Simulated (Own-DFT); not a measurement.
# Computed records: WC (WC crystal, atoms displaced)

A calculation, not a measurement: plane-wave density functional theory by an unreviewed code, no spin, of a simulated periodic cell, stress positive in tension, run twice, with PBE and with PBEsol, both on files made for PBE, so the change isn't that of files made for PBEsol, forces on such cells moved up to 12 meV/angstrom on a denser k mesh; the far tail of each file's local potential was reset to the Coulomb form; each entry is a single point on an unrelaxed cell, so the pressure reflects the starting lattice, taken from the Materials Project, from which strain is counted, and rises with the displacements; printed positions are rounded, which can move forces by about a meV/angstrom; the program, named Own-DFT, is a retired in-house code; no spin-orbit coupling; stress was not checked against mesh or cutoff. Program: Own-DFT development build.

Settings shared by all entries: functional PBE, then PBEsol; potential files PseudoDojo norm-conserving, scalar-relativistic, standard set; wave cutoff 50 hartree; occupations cold (Marzari-Vanderbilt); smearing width 0.2 eV; k mesh 4 x 4 x 4 centred on Gamma.

(1) WC (WC crystal, atoms displaced)

```
WC
1.0
      5.8332    -5.0517    -2.8394
      0.0000    -5.0517     8.5183
     -5.8332    -5.0517    -2.8394
W C W C W C W C W C W C W C W C W C W C W C W C W C W C W C W C W C W C W C W C W C W C W C W C W C W C W C W C W C W C W C W C
1 1 1 1 1 1 1 1 1 1 1 1 1 1 1 1 1 1 1 1 1 1 1 1 1 1 1 1 1 1 1 1 1 1 1 1 1 1 1 1 1 1 1 1 1 1 1 1 1 1 1 1 1 1 1 1 1 1 1 1 1 1 1 1
Direct
  0.68642 0.87346 0.94065
  0.68837 0.95983 0.68859
  0.37786 0.74878 0.87882
  0.37116 0.83145 0.61993
  0.18445 0.37297 0.94020
  0.18705 0.46425 0.68842
  0.05951 0.62459 0.81215
  0.06446 0.70666 0.56312
  0.93912 0.87245 0.68713
  0.94091 0.95506 0.43945
  0.87263 0.24857 0.87496
  0.87189 0.33249 0.62201
  0.74716 0.49911 0.75389
  0.75251 0.58047 0.49824
  0.62342 0.74880 0.62801
  0.62419 0.83308 0.37469
  0.56410 0.12780 0.81361
  0.56597 0.20986 0.56297
  0.44110 0.37837 0.68638
  0.43433 0.45951 0.43827
  0.30760 0.62429 0.56204
  0.31010 0.71176 0.30900
  0.18960 0.87809 0.43660
  0.18702 0.95798 0.18426
  0.24935 0.00212 0.74821
  0.24807 0.08137 0.49586
  0.12097 0.24902 0.62451
  0.12377 0.33247 0.37441
  0.99840 0.49873 0.49976
  0.99920 0.58773 0.24879
  0.87495 0.75114 0.37256
  0.87407 0.83324 0.12628
  0.80833 0.12642 0.56274
  0.80946 0.20782 0.30979
  0.68415 0.37573 0.43593
  0.68699 0.45786 0.18586
  0.56718 0.62517 0.31271
  0.56238 0.70859 0.06488
  0.43434 0.87145 0.18539
  0.43479 0.95974 0.93910
  0.49667 0.99988 0.50018
  0.50026 0.08168 0.24851
  0.37289 0.25062 0.37860
  0.37616 0.33287 0.12705
  0.24917 0.49930 0.24929
  0.24764 0.58327 0.00023
  0.13044 0.74559 0.12681
  0.12718 0.83470 0.87297
  0.06112 0.12515 0.31817
  0.05815 0.20812 0.05978
  0.93961 0.37540 0.18690
  0.93915 0.45692 0.93663
  0.81484 0.62621 0.05987
  0.81459 0.71000 0.81368
  0.74632 0.99804 0.24746
  0.75209 0.07976 0.99894
  0.62406 0.25090 0.13014
  0.62765 0.32849 0.86997
  0.49958 0.50040 0.99941
  0.50067 0.58449 0.75325
  0.31202 0.12514 0.06788
  0.31194 0.21047 0.81328
  0.00180 0.99883 0.00086
  0.00307 0.08330 0.74729
```

```
PBE pressure                                      : 3.36 GPa
PBE stress xx                                     : -2.81 GPa
PBE stress yy                                     : -3.1 GPa
PBE stress zz                                     : -4.18 GPa
PBE stress yz                                     : 0 GPa
PBE stress xz                                     : 0.03 GPa
PBE stress xy                                     : 0.49 GPa
PBEsol pressure                                   : -4.68 GPa
PBEsol stress xx                                  : 5.07 GPa
PBEsol stress yy                                  : 4.76 GPa
PBEsol stress zz                                  : 4.22 GPa
PBEsol stress yz                                  : 0 GPa
PBEsol stress xz                                  : 0.03 GPa
PBEsol stress xy                                  : 0.48 GPa
rms change of force components from PBE to PBEsol : 0.009 eV/Å
```

Force:
```tsv
force element	PBE force x (eV/Å)	PBE force y (eV/Å)	PBE force z (eV/Å)	PBEsol force x (eV/Å)	PBEsol force y (eV/Å)	PBEsol force z (eV/Å)
W	0.751	0.105	0.829	0.738	0.101	0.812
C	-0.167	0.323	-0.218	-0.166	0.319	-0.214
W	0.115	1.006	1.29	0.109	0.986	1.265
C	-0.256	-0.998	-0.298	-0.251	-0.984	-0.29
W	1.127	-0.296	0.44	1.103	-0.297	0.438
C	-0.17	0.668	-1.018	-0.168	0.662	-0.998
W	0.466	-0.685	-0.256	0.461	-0.677	-0.254
C	-0.147	0.347	0.52	-0.147	0.342	0.511
W	-0.255	-0.255	0.899	-0.25	-0.256	0.885
C	-0.324	0.261	0.855	-0.317	0.256	0.841
W	0.541	-0.288	-0.163	0.537	-0.283	-0.158
C	-0.2	-0.397	-0.046	-0.2	-0.389	-0.047
W	1.256	0.081	0.188	1.236	0.084	0.185
C	-0.575	-0.262	0.51	-0.566	-0.255	0.505
W	0.737	0.063	0.557	0.725	0.06	0.548
C	-0.149	-0.023	-0.127	-0.143	-0.019	-0.126
W	-0.431	1.034	-0.789	-0.414	1.016	-0.776
C	-0.556	0.552	0.181	-0.548	0.54	0.179
W	-1.244	0.904	-0.453	-1.22	0.886	-0.451
C	0.305	-0.101	0.006	0.301	-0.098	0.003
W	0.906	-0.898	0.052	0.892	-0.888	0.048
C	-0.127	-0.283	-1.321	-0.124	-0.274	-1.3
W	-0.445	1.166	-0.826	-0.441	1.148	-0.818
C	-0.388	-0.333	-0.104	-0.38	-0.333	-0.104
W	-0.127	-0.262	-0.929	-0.13	-0.249	-0.914
C	-0.333	-0.905	0.203	-0.331	-0.89	0.2
W	0.382	-0.99	0.199	0.38	-0.964	0.193
C	-0.156	-0.177	0.085	-0.155	-0.173	0.082
W	0.15	-0.217	0.259	0.153	-0.221	0.257
C	0.002	0.257	-0.902	0.006	0.254	-0.89
W	-0.509	-0.279	-0.675	-0.504	-0.269	-0.669
C	0.406	-0.059	-0.053	0.395	-0.053	-0.049
W	0.882	0.015	-1.013	0.871	0.004	-0.997
C	-0.114	-0.473	-0.269	-0.115	-0.467	-0.262
W	0.35	-0.464	-0.414	0.343	-0.459	-0.413
C	0.1	-0.266	0.101	0.095	-0.262	0.098
W	-0.881	0.766	0.378	-0.867	0.759	0.375
C	0.217	0.136	-0.329	0.214	0.137	-0.323
W	0.147	-1.389	0.565	0.145	-1.371	0.558
C	0.366	0.017	-0.06	0.356	0.016	-0.062
W	0.63	-0.463	-0.409	0.62	-0.453	-0.402
C	-0.471	-0.14	0.1	-0.466	-0.138	0.1
W	0.632	0.23	-0.096	0.632	0.231	-0.091
C	-0.228	0.149	0.225	-0.23	0.146	0.221
W	-0.091	-0.381	-0.118	-0.094	-0.373	-0.112
C	0.326	-0.054	-0.394	0.319	-0.059	-0.389
W	-0.482	0.696	2.335	-0.475	0.683	2.304
C	-0.22	0.008	-0.335	-0.216	0.01	-0.328
W	0.882	1.305	0.568	0.877	1.281	0.556
C	-0.135	-0.623	-0.563	-0.132	-0.617	-0.553
W	-0.646	0.501	0.14	-0.635	0.496	0.137
C	-0.373	0.136	0.189	-0.369	0.133	0.187
W	-0.813	0.061	-0.551	-0.806	0.059	-0.542
C	-0.233	0.52	-0.032	-0.232	0.513	-0.032
W	0.02	-1.18	-0.184	0.023	-1.164	-0.182
C	-0.413	-0.158	0.457	-0.41	-0.155	0.45
W	1.007	1.009	0.041	0.993	0.997	0.038
C	-0.947	-0.822	0.741	-0.928	-0.809	0.734
W	-0.285	-0.062	-0.622	-0.279	-0.066	-0.608
C	0.093	0.372	0.091	0.091	0.363	0.087
W	0.748	0.788	0.459	0.74	0.783	0.452
C	0.087	0.047	-0.08	0.083	0.049	-0.08
W	-0.048	0.356	0.227	-0.049	0.351	0.23
C	-0.689	0.301	-0.041	-0.678	0.296	-0.041
```

(2) WC (WC crystal, atoms displaced)

```
WC
1.0
      5.8332    -5.0517    -2.8394
      0.0000    -5.0517     8.5183
     -5.8332    -5.0517    -2.8394
W C W C W C W C W C W C W C W C W C W C W C W C W C W C W C W C W C W C W C W C W C W C W C W C W C W C W C W C W C W C W C W C
1 1 1 1 1 1 1 1 1 1 1 1 1 1 1 1 1 1 1 1 1 1 1 1 1 1 1 1 1 1 1 1 1 1 1 1 1 1 1 1 1 1 1 1 1 1 1 1 1 1 1 1 1 1 1 1 1 1 1 1 1 1 1 1
Direct
  0.68892 0.87416 0.93954
  0.68486 0.96012 0.68666
  0.37827 0.75223 0.87073
  0.37700 0.83509 0.62421
  0.19398 0.37474 0.93760
  0.18909 0.46010 0.68614
  0.06443 0.62430 0.80859
  0.05944 0.71021 0.56018
  0.93605 0.87729 0.69019
  0.93849 0.95611 0.43586
  0.87258 0.25018 0.87572
  0.87753 0.33193 0.62654
  0.74998 0.50351 0.75094
  0.75369 0.58361 0.50091
  0.62847 0.74769 0.62159
  0.62496 0.83236 0.37235
  0.56254 0.12632 0.81518
  0.56069 0.20805 0.56665
  0.43706 0.37078 0.68686
  0.43800 0.45718 0.43747
  0.31171 0.62554 0.56120
  0.31230 0.71165 0.31074
  0.18498 0.87750 0.44058
  0.18525 0.95865 0.18814
  0.25298 0.99671 0.75149
  0.24669 0.08303 0.50358
  0.12764 0.25259 0.62409
  0.12247 0.33325 0.37717
  0.00067 0.50106 0.50096
  0.00049 0.58215 0.24821
  0.87589 0.74732 0.37800
  0.87207 0.82901 0.12766
  0.81339 0.12618 0.56307
  0.81248 0.20686 0.31615
  0.68833 0.37388 0.43469
  0.68706 0.45286 0.18720
  0.56279 0.62119 0.31147
  0.56921 0.71229 0.06527
  0.43920 0.87548 0.18879
  0.43839 0.96117 0.93762
  0.49852 0.99819 0.49979
  0.49985 0.08320 0.25148
  0.37353 0.25052 0.37758
  0.37505 0.33360 0.12529
  0.25001 0.49898 0.25243
  0.24802 0.57909 0.00331
  0.12053 0.74968 0.12686
  0.12455 0.83120 0.87868
  0.06133 0.12592 0.30902
  0.06285 0.20847 0.06376
  0.93997 0.37165 0.18711
  0.93931 0.45702 0.93693
  0.81253 0.62517 0.06013
  0.80958 0.70889 0.81241
  0.74732 0.00223 0.25261
  0.74453 0.08426 0.99624
  0.62424 0.24905 0.12107
  0.62751 0.33562 0.87183
  0.49865 0.50010 0.99766
  0.49934 0.58466 0.75128
  0.31076 0.12616 0.06159
  0.31482 0.20680 0.81585
  0.00242 0.99718 0.99818
  0.99853 0.08443 0.75114
```

```
PBE pressure                                      : 3.26 GPa
PBE stress xx                                     : -2.91 GPa
PBE stress yy                                     : -2.77 GPa
PBE stress zz                                     : -4.09 GPa
PBE stress yz                                     : 0.02 GPa
PBE stress xz                                     : 0.01 GPa
PBE stress xy                                     : -0.24 GPa
PBEsol pressure                                   : -4.79 GPa
PBEsol stress xx                                  : 4.97 GPa
PBEsol stress yy                                  : 5.1 GPa
PBEsol stress zz                                  : 4.3 GPa
PBEsol stress yz                                  : 0.02 GPa
PBEsol stress xz                                  : 0.01 GPa
PBEsol stress xy                                  : -0.23 GPa
rms change of force components from PBE to PBEsol : 0.009 eV/Å
```

Force:
```tsv
force element	PBE force x (eV/Å)	PBE force y (eV/Å)	PBE force z (eV/Å)	PBEsol force x (eV/Å)	PBEsol force y (eV/Å)	PBEsol force z (eV/Å)
W	0.132	0.193	0.878	0.129	0.192	0.863
C	0.151	-0.117	-0.447	0.151	-0.117	-0.441
W	-1.302	-0.143	-1.019	-1.28	-0.139	-1
C	-0.054	0.357	-0.39	-0.057	0.351	-0.384
W	-1.076	1.004	0.695	-1.061	0.988	0.684
C	-0.037	0.024	-0.261	-0.036	0.027	-0.257
W	-0.997	-0.567	-0.11	-0.985	-0.556	-0.11
C	0.012	-0.603	-0.54	0.012	-0.594	-0.534
W	0.442	0.468	-0.328	0.439	0.464	-0.328
C	-0.528	-0.224	0.489	-0.522	-0.224	0.483
W	0.859	-0.428	-0.264	0.845	-0.417	-0.259
C	-0.087	0.053	0.542	-0.084	0.054	0.533
W	0.383	0.666	-1.054	0.379	0.652	-1.04
C	-0.2	0.648	-0.121	-0.198	0.636	-0.118
W	-1.092	-0.227	0.935	-1.084	-0.226	0.919
C	-0.188	-0.269	-0.177	-0.187	-0.264	-0.173
W	0.561	0.787	-0.158	0.552	0.773	-0.153
C	0.671	0.298	0.039	0.661	0.294	0.041
W	0.224	-1.031	1.216	0.214	-1.014	1.197
C	-0.098	-0.066	-0.006	-0.094	-0.059	-0.006
W	0.267	-0.38	-0.107	0.258	-0.376	-0.107
C	-0.248	0.127	-0.553	-0.247	0.126	-0.548
W	0.875	0.487	-0.435	0.866	0.481	-0.433
C	0.216	-0.076	-0.171	0.211	-0.071	-0.165
W	-0.557	-0.002	1.468	-0.547	-0.003	1.447
C	0.49	-0.094	0.154	0.485	-0.093	0.15
W	-0.916	0.475	-0.913	-0.899	0.468	-0.896
C	0.47	-0.094	-0.035	0.466	-0.093	-0.035
W	0.093	0.486	-0.319	0.093	0.474	-0.314
C	-0.265	-0.011	-0.119	-0.26	-0.015	-0.116
W	0.401	0.466	1.273	0.397	0.459	1.255
C	0.309	-0.492	0.617	0.309	-0.481	0.606
W	-0.228	0.285	-0.353	-0.226	0.282	-0.347
C	0.354	0.328	0.472	0.351	0.322	0.466
W	-0.641	-0.537	-0.274	-0.634	-0.528	-0.269
C	0.328	-0.304	0.679	0.32	-0.297	0.67
W	0.059	-0.466	0.773	0.057	-0.467	0.765
C	-0.451	1.204	-0.154	-0.44	1.185	-0.152
W	-0.096	0.628	0.292	-0.088	0.61	0.287
C	-0.066	0.118	-0.604	-0.062	0.12	-0.595
W	0.127	-0.619	0.411	0.127	-0.61	0.405
C	-0.106	0.131	0.254	-0.101	0.13	0.246
W	0.521	0.34	-0.372	0.508	0.33	-0.363
C	0.03	-0.081	-0.162	0.032	-0.076	-0.157
W	0.327	0.159	0.522	0.325	0.16	0.515
C	0.594	-0.368	0.866	0.588	-0.358	0.849
W	1.09	-0.371	-0.537	1.072	-0.364	-0.528
C	0.514	0.178	0.183	0.508	0.175	0.185
W	-0.605	-0.418	-0.963	-0.6	-0.416	-0.949
C	0.31	0.391	0.044	0.304	0.382	0.041
W	-0.437	-0.062	1.201	-0.434	-0.061	1.18
C	0.072	-0.096	0.162	0.07	-0.093	0.161
W	-0.352	-0.119	-1.014	-0.348	-0.123	-0.991
C	0.452	-0.374	-0.177	0.445	-0.366	-0.176
W	0.918	0.447	-0.837	0.901	0.447	-0.827
C	0.136	-0.823	-0.902	0.132	-0.81	-0.886
W	-0.754	-0.706	-0.178	-0.741	-0.697	-0.176
C	-0.53	0.14	-0.111	-0.527	0.14	-0.112
W	-0.061	-0.752	-0.196	-0.059	-0.739	-0.202
C	0.373	0.326	-0.045	0.369	0.318	-0.042
W	-0.144	-0.39	-0.874	-0.136	-0.386	-0.86
C	0.146	0.425	0.357	0.147	0.414	0.353
W	-1.118	-0.158	0.875	-1.098	-0.156	0.86
C	0.323	-0.17	-0.116	0.315	-0.163	-0.115
```
